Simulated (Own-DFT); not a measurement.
# PBE against PBEsol on the same cells

All numbers below are calculated, not measured. The program, named Own-DFT, is a retired in-house plane-wave density functional code that no person has reviewed. Each row is one single-point run on a periodic cell that was not relaxed, without spin or spin-orbit coupling.

Known limits, some of them of some rows only: hafnium file: forces about 75 meV/angstrom off all-electron values; oxygen file: force components 24 meV/angstrom off all-electron in a glass; forces on such cells failed a check on a denser k mesh; forces on such cells passed a denser k mesh, each cell not checked; stress not checked against mesh or cutoff.

Each cell was run twice at the same cutoff, k mesh and smearing, with PBE and with PBEsol, on PseudoDojo norm-conserving files made for PBE. Atoms were moved at random from their sites; u is the rms move along one axis. Files made for PBEsol would give a somewhat different change.

| cell | atoms | volume (Å³/atom) | u (Å) | cutoff (hartree) | P with PBE (GPa) | P with PBEsol (GPa) | change (GPa) |
|---|---|---|---|---|---|---|---|
| C40 NbSi2 (Nb12Si24) | 36 | 14.89 | 0.046 | 42 | 0.35 | -3.23 | -3.58 |
| C40 NbSi2 (Nb12Si24) | 36 | 14.64 | 0.044 | 42 | 2.21 | -1.45 | -3.66 |
| C40 NbSi2 (Nb12Si24) | 36 | 15.07 | 0.052 | 42 | -2.39 | -5.91 | -3.53 |
| diamond-structure SiGe with randomly placed atoms (Ge8Si56) | 64 | 20.34 | 0.030 | 42 | 2.26 | 0.75 | -1.51 |
| diamond-structure SiGe with randomly placed atoms (Ge8Si56) | 64 | 20.34 | 0.028 | 42 | 2.20 | 0.70 | -1.50 |
| diamond-structure SiGe with randomly placed atoms (Ge8Si56) | 64 | 20.34 | 0.031 | 42 | 2.28 | 0.77 | -1.51 |
| monoclinic HfO2 (Hf32O64) | 96 | 11.52 | 0.021 | 72 | 3.92 | -2.53 | -6.45 |
| monoclinic HfO2 (Hf32O64) | 96 | 11.52 | 0.051 | 72 | 5.06 | -1.40 | -6.46 |
| monoclinic HfO2 (Hf32O64) | 96 | 11.52 | 0.081 | 72 | 9.85 | 3.36 | -6.48 |
| wurtzite AlGaN with randomly placed atoms (Al27Ga9N36) | 72 | 10.68 | 0.030 | 42 | 5.13 | 2.00 | -3.12 |
| wurtzite AlGaN with randomly placed atoms (Al27Ga9N36) | 72 | 10.37 | 0.043 | 42 | 12.69 | 9.43 | -3.25 |
| wurtzite AlGaN with randomly placed atoms (Al27Ga9N36) | 72 | 10.68 | 0.028 | 42 | 5.05 | ? | ? |

## Worked reading

Mean change of pressure by composition, in GPa: HfO2, -6.47; NbSi2, -3.59; Al3GaN4, -3.19; GeSi7, -1.51. At a fixed cell PBEsol gives the lower pressure, because it favours a smaller volume than PBE. Here the change varies more between materials than between cells of one material.

## Withheld value

Question: what PBEsol pressure should the Al27Ga9N36 cell with the blank give?

Adding the mean change of the cells with its composition, -3.19 GPa, to 5.05 gives 1.9 GPa. The calculation gave 1.93 GPa.
